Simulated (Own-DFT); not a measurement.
# Strain and stress in 4H SiC, 72 atoms (C36Si36)

These are calculations, not measurements. The program, named Own-DFT, is a retired in-house plane-wave density functional code that no person has reviewed. Each row is one single-point run on a periodic cell that was not relaxed, without spin or spin-orbit coupling.

Settings of every run: PBE; PseudoDojo norm-conserving scalar-relativistic files; cutoff 42 hartree; 4 x 4 x 3 k mesh centred on Gamma; Fermi-Dirac smearing of 0.1 eV.

Known limits: forces on such cells passed a denser k mesh, each cell not checked; stress not checked against mesh or cutoff.

Unstrained cell vectors in Å: (9.248, 0.000, 0.000); (-4.624, 8.009, 0.000); (0.000, 0.000, 10.068). The unstrained cell has measured lattice constants (interpolated for alloys), not those of this functional. That, the random moves and any unrelaxed bonds set the pressure at no strain. Each run strains this cell uniformly, with the atoms carried along. Every atom was also moved at random, by a Gaussian of width 0.05 Å on each axis. Strain is the symmetric tensor, in per cent. Stress is positive in tension, and the pressure is minus a third of its trace.

| run | e_xx (%) | e_yy (%) | e_zz (%) | e_yz (%) | e_xz (%) | e_xy (%) | s_xx (GPa) | s_yy (GPa) | s_zz (GPa) | s_yz (GPa) | s_xz (GPa) | s_xy (GPa) | P (GPa) | E (meV/atom) |
|---|---|---|---|---|---|---|---|---|---|---|---|---|---|---|
| 1 | 0.21 | 1.21 | 0.68 | 1.08 | -1.09 | 0.53 | -2.03 | 0.75 | -0.54 | 3.57 | -2.74 | 0.99 | 0.61 | 5.0 |
| 2 | -0.78 | 1.80 | 1.86 | 1.48 | 0.18 | -0.90 | -4.07 | 4.27 | 2.17 | 5.40 | 0.79 | -3.47 | -0.79 | 28.3 |
| 3 | -1.03 | -1.82 | 1.19 | -1.65 | 0.35 | -1.43 | -12.62 | -13.78 | -2.21 | -4.83 | 1.25 | -7.57 | 9.54 | 42.0 |
| 4 | -1.82 | -1.59 | -0.36 | 1.63 | -0.56 | -1.65 | -15.31 | -16.96 | -11.83 | 6.15 | -0.90 | -8.91 | 14.70 | 34.8 |
| 5 | -0.74 | -1.82 | 1.84 | 0.88 | -1.06 | 0.56 | -9.45 | -14.11 | 2.21 | 3.88 | -2.45 | 3.55 | 7.12 | 24.0 |
| 6 | -1.49 | 0.71 | -0.29 | 1.10 | -0.47 | -0.53 | -12.53 | -2.40 | -10.28 | 3.80 | -1.76 | -2.07 | 8.40 | 32.8 |
| 7 | -1.06 | -1.87 | 0.19 | -1.23 | 0.60 | 0.62 | -12.20 | -16.55 | -6.85 | -2.86 | 2.16 | 2.86 | 11.87 | 27.8 |
| 8 | 1.26 | 1.12 | 1.17 | -1.96 | 1.62 | 1.76 | 2.22 | 2.42 | 1.03 | -6.21 | 4.80 | 8.37 | -1.89 | 27.7 |
| 9 | 0.53 | -0.46 | -1.92 | 0.37 | 1.41 | -0.50 | -4.28 | -6.20 | -18.47 | 0.46 | 5.58 | -0.86 | 9.65 | 16.8 |
| 10 | 0.23 | 0.85 | -0.67 | -1.74 | -0.51 | -0.38 | -2.72 | -1.74 | -9.27 | -5.88 | -2.23 | -2.24 | 4.58 | 22.0 |
| 11 | -1.57 | 1.50 | 0.32 | 1.09 | -0.09 | 1.89 | -12.72 | 1.87 | -4.79 | 4.14 | -0.05 | 7.25 | 5.21 | 18.8 |
| 12 | -0.12 | 0.75 | -1.56 | 1.89 | -1.79 | 0.45 | -4.64 | -3.41 | -16.16 | 7.16 | -6.62 | 1.23 | 8.07 | 38.3 |
| 13 | 0.97 | 1.87 | 1.45 | 0.23 | 1.60 | -0.06 | 2.63 | 5.61 | 3.75 | 0.05 | 4.78 | 1.07 | -4.00 | 0.0 |
| 14 | 1.85 | -0.49 | 1.15 | 0.72 | -1.60 | 0.77 | 5.94 | -6.34 | -0.03 | 2.81 | -5.45 | 3.46 | 0.14 | 15.8 |
| 15 | -1.68 | -0.22 | 1.38 | 0.00 | -1.88 | 1.51 | -14.09 | -6.14 | 0.58 | 0.99 | -5.74 | 7.87 | 6.55 | 23.2 |
| 16 | -1.72 | 1.24 | -0.40 | -1.28 | -0.69 | -1.93 | -15.13 | -1.37 | -6.59 | -5.84 | -2.21 | -8.26 | 7.70 | 25.7 |
| 17 | -1.75 | -0.13 | 0.10 | -1.30 | -0.51 | 1.34 | ? | ? | ? | ? | ? | ? | ? | ? |

E is the free energy for each atom above the lowest run shown.

## Worked fit

Each stress component was fitted by least squares to a constant and the strains of the runs shown, as fractions, with shears doubled. Shear strains stay in the fit of a normal stress only where such slopes are resolved. The slopes, in GPa:

| stress | at no strain | per e_xx | per e_yy | per e_zz | scatter |
|---|---|---|---|---|---|
| s_xx | -4.9 | 548 ± 27 | 93 ± 23 | 60 ± 26 | 1.19 |
| s_yy | -5.4 | 84 ± 25 | 512 ± 21 | 57 ± 24 | 1.09 |
| s_zz | -6.9 | 48 ± 30 | 73 ± 26 | 568 ± 29 | 1.32 |

Each shear stress against twice its own strain: yz 173 ± 6, xz 170 ± 7, xy 226 ± 14 GPa. These are stiffnesses along x, y and z of the frame in which the cell vectors are given, which need not be the crystal's axes. The atoms are held to the strained lattice; where symmetry lets them move under strain, relaxing them would lower some slopes. The table should be nearly symmetric about its diagonal, and what it lacks of that shows the noise. A ninth of its sum, 227 ± 3 GPa, estimates the bulk modulus near the mean pressure of these runs, 5.5 GPa, so it lies above the value at zero pressure.

## Withheld run

Question: what normal stresses and pressure should run 17 give?

The fit gives s_xx = -14.6, s_yy = -7.4, s_zz = -7.3 and P = 9.8 GPa. The calculation gave -15.26, -5.74, -7.91 and P = 9.64 GPa.
